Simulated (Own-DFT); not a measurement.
# Same atoms, different arrangement: As32Ga32, 64 atoms

These are calculations, not measurements. They come from Own-DFT, an in-house plane-wave density functional program, since retired, whose code no person has reviewed. Each row is one single-point run on a periodic cell that was not relaxed, without spin or spin-orbit coupling.

Settings of every run: PBE; PseudoDojo norm-conserving scalar-relativistic files; cutoff 42 hartree; 3 x 3 x 3 k mesh centred on Gamma; Fermi-Dirac smearing of 0.1 eV.

Known limits, some of them of some rows only: not probed for a lower state with spin; forces on such cells failed a check on a denser k mesh; forces not confirmed at this smearing and k mesh; stress not checked against mesh or cutoff.

All cells hold the same atoms in the same cell, with vectors in Å (11.307, 0.000, 0.000); (0.000, 11.307, 0.000); (0.000, 0.000, 11.307). Every atom was moved at random from its ideal site; u is the rms move along one axis. The defect's site can differ from row to row. E is the free energy of the cell above the lowest run. The arrangements:

- A: zincblende GaAs
- B: zincblende GaAs, with one As on a Ga site and one Ga on an As site, 2.4 Å apart

| arrangement | u (Å) | E (eV) | P (GPa) |
|---|---|---|---|
| A | 0.0191 | 0.000 | 3.50 |
| A | 0.0202 | 0.082 | 3.52 |
| A | 0.0212 | 0.117 | 3.53 |
| A | 0.0443 | 1.800 | 3.91 |
| A | 0.0473 | 1.795 | 3.86 |
| A | 0.0498 | 2.254 | 4.00 |
| B | 0.0294 | 3.067 | 3.91 |
| B | 0.0306 | 3.004 | 3.91 |
| B | 0.0315 | 3.245 | 3.95 |
| B | 0.0477 | 4.436 | 4.19 |
| B | 0.0508 | 4.942 | 4.37 |
| B | 0.0545 | 5.631 | 4.49 |

Question: once the cost of the random moves is taken out, how do the arrangements rank?

## Worked answer

Fit E = a + b u², with one b for all and one a for each arrangement, and with residuals divided by u², since the noise grows with the moves. Then b = 1074 eV/Å², the scatter at u = 0.04 Å is 0.12 eV, and against A:

- B: 2.48 ± 0.05 eV (higher)

These are energies of unrelaxed cells. Relaxing the atoms lowers the strained arrangements most, so the gaps would shrink and small ones could change sign.
